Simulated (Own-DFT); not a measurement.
# Shaking the atoms of 3C SiC, 64 atoms (C32Si32)

All numbers below are calculated, not measured. The program, named Own-DFT, is a retired in-house plane-wave density functional code that no person has reviewed. Each row is one single-point run on a periodic cell that was not relaxed, without spin or spin-orbit coupling.

Settings of every run: PBE; PseudoDojo norm-conserving scalar-relativistic files; cutoff 42 hartree; 4 x 4 x 4 k mesh centred on Gamma; Fermi-Dirac smearing of 0.1 eV.

Known limits, some of them of some rows only: some atoms lie very close together; forces on such cells passed a denser k mesh, each cell not checked; stress not checked against mesh or cutoff.

Cell vectors in Å: (8.719, 0.000, 0.000); (0.000, 8.719, 0.000); (0.000, 0.000, 8.719). In each run every atom was moved at random and independently from its ideal site; u is the rms move along one axis. E is the free energy for each atom above the fitted value at u = 0, and F the rms of the force components.

| run | u (Å) | E (meV/atom) | F (eV/Å) | largest force (eV/Å) | P (GPa) |
|---|---|---|---|---|---|
| 1 | 0.0297 | 39.6 | 0.896 | 3.49 | 3.91 |
| 2 | 0.0299 | 36.7 | 0.831 | 2.52 | 3.75 |
| 3 | 0.0301 | 36.2 | 0.800 | 2.59 | 3.73 |
| 4 | 0.0582 | ? | ? | ? | ? |
| 5 | 0.0606 | 147.8 | 1.871 | 7.03 | 6.62 |
| 6 | 0.0616 | 159.4 | 1.990 | 9.01 | 6.62 |
| 7 | 0.0974 | 321.9 | 2.629 | 9.94 | 10.02 |
| 8 | 0.0977 | 380.9 | 3.333 | 18.91 | 12.13 |
| 9 | 0.1027 | 544.2 | 5.892 | 47.31 | 16.26 |
| 10 | 0.1488 | 781.6 | 4.756 | 19.05 | 21.58 |

## Worked fit

For small independent moves the energy grows as E = (3/2) K u², with K the mean stiffness felt by one atom. The runs with u up to 0.11 Å give K = 27.8 ± 2.0 eV/Å², with residuals divided by u² + 0.0006 Å², since the noise grows with the moves. The scatter is 15.5 meV/atom at u = 0.05 Å. The forces follow F = G u with G = 34.6 eV/Å²; no force at u = 0 is resolved. G exceeds K because the moves of its neighbours add to the force on an atom, and stiffness differs between atoms. At u = 0.149 Å the parabola gives 923 meV/atom and the run 782. The pressure follows P = 2.77 + 1029 u² GPa: at fixed volume, shortened bonds push harder than stretched ones pull.

## Withheld run

Question: what energy and rms force should run 4 give?

The fit gives 141 ± 22 meV/atom and about 2.01 eV/Å. The calculation gave 137.8 meV/atom and 1.792 eV/Å.
